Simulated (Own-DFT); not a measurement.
# One host, several defects: C11b WSi2

No measurement is shown. These are fixed-geometry runs of a retired plane-wave code named Own-DFT, which no person has reviewed; spin and spin-orbit coupling are neglected.

Method: PBE; PseudoDojo norm-conserving scalar-relativistic files; cutoff 50 hartree; 5 x 5 x 5 k mesh centred on Gamma; cold (Marzari-Vanderbilt) smearing of 0.2 eV.

Known weak points: forces on such cells failed a check on a denser k mesh; stress not checked against mesh or cutoff.

All runs share one cell, with vectors in Å (-2.148, -5.953, 3.409); (-6.444, 2.976, 1.136); (-2.553, -2.948, -6.757) and a volume of 403.2 Å³. u is the rms random offset of the atoms per axis. The defect's site can differ from row to row.

```
              cell  formula   u (Å)  P (GPa)
         no defect  Si20W10  0.0179     4.32
         no defect  Si20W10  0.0222     4.66
         no defect  Si20W10  0.0481     5.64
one W on a Si site  Si19W11  0.0296     9.65
one W on a Si site  Si19W11  0.0342     9.89
one W on a Si site  Si19W11  0.0471    11.13
one Si on a W site   Si21W9  0.0289     5.82
one Si on a W site   Si21W9  0.0436     7.22
one Si on a W site   Si21W9  0.0575     8.09
    one Si vacancy  Si19W10  0.0291     3.30
    one Si vacancy  Si19W10  0.0299        ?
    one Si vacancy  Si19W10  0.0516     4.37
    one Si vacancy  Si19W10  0.0518     4.09
```

## What the rows give

P = P0 + c u² + a shift for each defect gives P0 = 4.10 GPa, c = 746 ± 97 GPa/Å² and a scatter of 0.29 GPa. The shifts, and each times the cell's volume:

- one W on a Si site: 5.06 ± 0.24 GPa, 12.7 eV
- one Si on a W site: 1.44 ± 0.25 GPa, 3.6 eV
- one Si vacancy: -1.72 ± 0.25 GPa, -4.3 eV

Positive is outwards. The product with the volume (160.2 GPa Å³ to the eV) is nearly free of the cell's size; divided by the bulk modulus at the cell's pressure it gives the volume that the defect adds. The atoms around the defects weren't relaxed, which would change these numbers.

## Check

The question: what pressure belongs in the blank (one Si vacancy, u = 0.0299 Å)?

Estimate: 3.05 ± 0.35 GPa. DFT gave 3.01 GPa.
